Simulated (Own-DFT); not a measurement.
# Wall times of self-consistent runs

Wall times of single-point runs (energy, forces and, in most, stress) with one build of Own-DFT, an in-house plane-wave density functional program, since retired. Each ran alone on one NVIDIA H200 card, with norm-conserving files, no spin and no use of crystal symmetry. The k points are those left after time reversal, where it was used. Plane waves for each k point are estimated as V (2 E)^(3/2) / (6 π²) in atomic units.

```
cell,atoms,valence electrons,cutoff (hartree),volume (Å³),k mesh,k points,plane waves,time (s)
C16Si16,32,128,42,338,5x5x3,38,29700,283
C35Si36,71,284,42,746,4x4x3,26,65400,696
C36Si35,71,284,42,746,4x4x3,26,65400,897
Al2C36Si34,72,286,42,746,4x4x3,26,65400,806
C35Si37,72,288,42,746,4x4x3,26,65400,783
C37Si35,72,288,42,746,4x4x3,26,65400,781
AlC35NSi35,72,288,42,746,4x4x3,26,65400,835
C34N2Si36,72,290,42,746,4x4x3,26,65400,837
C47Si49,96,384,42,994,3x4x4,26,87200,1410
C46N2Si48,96,386,42,994,3x4x4,26,87200,1400
C48Si47,95,380,42,994,3x4x4,26,87200,?
```

## Worked fit

Take the size N = k points x plane waves x valence electrons. A line through log(time) against log(N) has a slope of 0.89 ± 0.05 and a scatter of a factor 1.07. Part of the scatter may come from the number of self-consistent steps, which isn't shown. Times belong to this build alone.

## Withheld run

Question: how long should the last run take? Its N is 8.62e+08.

The line gives about 1349 s. It took 1514 s.
